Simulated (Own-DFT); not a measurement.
# Response to strain: 2H SiC, 72 atoms (C36Si36)

Calculated results; nothing here was measured. They come from Own-DFT, an in-house plane-wave density functional program, since retired, whose code no person has reviewed. Each row is one single-point run on a periodic cell that was not relaxed, without spin or spin-orbit coupling.

Settings of every run: PBE; PseudoDojo norm-conserving scalar-relativistic files; cutoff 42 hartree; 4 x 4 x 3 k mesh centred on Gamma; Fermi-Dirac smearing of 0.1 eV.

Known limits: forces on such cells passed a denser k mesh, each cell not checked; stress not checked against mesh or cutoff.

Unstrained cell vectors in Å: (9.248, 0.000, 0.000); (-4.624, 8.009, 0.000); (0.000, 0.000, 10.068). The unstrained cell has measured lattice constants (interpolated for alloys), not those of this functional. That, the random moves and any unrelaxed bonds set the pressure at no strain. Each run strains this cell uniformly, with the atoms carried along. Every atom was also moved at random, by a Gaussian of width 0.05 Å on each axis. Strain is the symmetric tensor, in per cent. Stress is positive in tension, and the pressure is minus a third of its trace.

```
run  e_xx (%)  e_yy (%)  e_zz (%)  e_yz (%)  e_xz (%)  e_xy (%)  s_xx (GPa)  s_yy (GPa)  s_zz (GPa)  s_yz (GPa)  s_xz (GPa)  s_xy (GPa)  P (GPa)  E (meV/atom)
  1      0.54      0.62      0.10     -1.06     -0.63      1.39       -0.38        0.53       -7.41       -3.40       -1.99        6.52     2.42           4.3
  2      0.13     -1.74      0.44     -0.30     -0.95      0.04       -3.61      -12.95       -8.61       -0.44       -3.52       -0.40     8.39          29.0
  3      0.06     -1.08      1.95      0.04     -1.93      1.40       -3.47       -8.91        3.47        0.35       -6.42        6.80     2.97           0.0
  4      0.11     -0.52     -1.59     -1.58      1.29     -0.62       -4.62       -6.00      -19.85       -3.35        2.98       -2.96    10.16          38.3
  5     -1.43      1.11     -1.45     -1.93      0.81     -1.89      -14.56       -1.22      -13.20       -6.71        2.80      -10.50     9.66          27.9
  6      0.36      0.10     -0.50      0.93     -1.34      1.60       -2.76       -3.59      -11.02        3.26       -3.98        8.11     5.79          17.9
  7      1.40     -0.05      0.04     -0.74     -1.02      0.21        1.41       -2.03       -6.17       -1.46       -2.97        1.92     2.27          11.3
  8     -0.19     -1.29     -1.11     -1.34     -1.15     -1.74       -8.22      -12.28      -16.56       -5.92       -4.37       -9.66    12.35          50.4
  9     -1.89     -1.41     -0.20      0.76      0.13     -1.34      -15.64      -15.06      -10.26        2.36        0.12       -6.90    13.66          27.8
 10     -0.42      1.38     -0.67     -0.54     -0.19      0.09       -6.70        3.52      -12.18       -2.52       -1.81       -1.30     5.12          17.2
 11      1.35     -0.69     -0.06     -1.69      0.67     -0.29        2.05       -5.01       -9.63       -4.83        2.02       -1.28     4.20          14.3
 12     -1.18     -0.57     -0.06     -0.19     -0.20      1.89      -14.59       -9.52       -7.42       -1.35       -0.73       10.59    10.51          34.6
 13     -0.50     -0.56      0.34     -1.36      1.43     -0.08       -9.09       -6.63       -6.23       -4.61        5.02       -0.29     7.32          21.6
 14     -1.98      0.46     -1.06      0.92      0.84      1.27      -16.29       -4.14      -13.59        3.65        3.68        6.70    11.34          17.8
 15      1.74      1.53     -0.02     -0.59     -1.02      1.58        5.17        5.36       -5.02       -1.67       -3.97        6.66    -1.84           5.2
 16      1.38      1.53     -1.20      1.92     -1.71     -1.66        4.01        2.78      -13.03        6.35       -4.70       -8.20     2.08          36.3
 17     -1.24     -1.06      1.58      1.16     -1.01     -1.27           ?           ?           ?           ?           ?           ?        ?             ?
```

E is the free energy for each atom above the lowest run shown.

## Worked fit

Each stress component was fitted by least squares to a constant and the strains of the runs shown, as fractions, with shears doubled. Shear strains stay in the fit of a normal stress only where such slopes are resolved. The slopes, in GPa:

| stress | at no strain | per e_xx | per e_yy | per e_zz | scatter |
|---|---|---|---|---|---|
| s_xx | -5.1 | 581 ± 30 | 44 ± 35 | 54 ± 42 | 1.26 |
| s_yy | -4.1 | 128 ± 27 | 515 ± 31 | 49 ± 37 | 1.11 |
| s_zz | -7.6 | -26 ± 29 | 158 ± 34 | 651 ± 41 | 1.23 |

Each shear stress against twice its own strain: yz 180 ± 11, xz 172 ± 13, xy 261 ± 9 GPa. These are stiffnesses along x, y and z of the frame in which the cell vectors are given, which need not be the crystal's axes. The atoms are held to the strained lattice; where symmetry lets them move under strain, relaxing them would lower some slopes. The table should be nearly symmetric about its diagonal, and what it lacks of that shows the noise. A ninth of its sum, 239 ± 5 GPa, estimates the bulk modulus near the mean pressure of these runs, 6.6 GPa, so it lies above the value at zero pressure.

## Withheld run

Question: what normal stresses and pressure should run 17 give?

The fit gives s_xx = -11.9, s_yy = -10.4, s_zz = 1.3 and P = 7.0 GPa. The calculation gave -12.18, -11.50, 1.22 and P = 7.48 GPa.
